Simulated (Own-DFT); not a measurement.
# Which defects push the lattice out? C11b WSi2

Calculated, not measured: single-point runs of Own-DFT, a retired in-house plane-wave DFT program that no person has reviewed, on unrelaxed cells, without spin or spin-orbit coupling.

Common settings: PBE; PseudoDojo norm-conserving scalar-relativistic files; cutoff 50 hartree; 5 x 5 x 5 k mesh centred on Gamma; cold (Marzari-Vanderbilt) smearing of 0.2 eV.

Known weak points: forces on such cells failed a check on a denser k mesh; stress not checked against mesh or cutoff.

All runs share one cell, with vectors in Å (-2.148, -5.953, 3.409); (-6.444, 2.976, 1.136); (-2.553, -2.948, -6.757) and a volume of 403.2 Å³. Atoms were moved at random from their sites; u is the rms move along one axis. The defect's site can differ from row to row.

| cell | formula | u (Å) | P (GPa) |
|---|---|---|---|
| no defect | Si20W10 | 0.0173 | 4.47 |
| no defect | Si20W10 | 0.0500 | 5.58 |
| no defect | Si20W10 | 0.0534 | 6.37 |
| one W on a Si site | Si19W11 | 0.0294 | 9.82 |
| one W on a Si site | Si19W11 | 0.0478 | 10.54 |
| one W on a Si site | Si19W11 | 0.0515 | 11.37 |
| one Si on a W site | Si21W9 | 0.0320 | 6.34 |
| one Si on a W site | Si21W9 | 0.0516 | 7.04 |
| one Si on a W site | Si21W9 | 0.0518 | 7.33 |
| one Si vacancy | Si19W10 | 0.0306 | 3.74 |
| one Si vacancy | Si19W10 | 0.0322 | 3.75 |
| one Si vacancy | Si19W10 | 0.0488 | 4.47 |
| one Si vacancy | Si19W10 | 0.0502 | ? |

## Analysis

P = P0 + c u² + a shift for each defect gives P0 = 4.29 GPa, c = 631 ± 85 GPa/Å² and a scatter of 0.25 GPa. The shifts, and each times the cell's volume:

- one W on a Si site: 5.07 ± 0.20 GPa, 12.8 eV
- one Si on a W site: 1.28 ± 0.21 GPa, 3.2 eV
- one Si vacancy: -1.22 ± 0.21 GPa, -3.1 eV

Against the defect-free cell, a freed cell would be larger where the shift is positive and smaller where it is negative (160.2 GPa Å³ is 1 eV). The atoms around the defects weren't relaxed, which would change these numbers.

## Prediction

Q: what pressure belongs in the blank (one Si vacancy, u = 0.0502 Å)?

The fit gives 4.66 ± 0.30 GPa. The hidden result is 4.80 GPa.
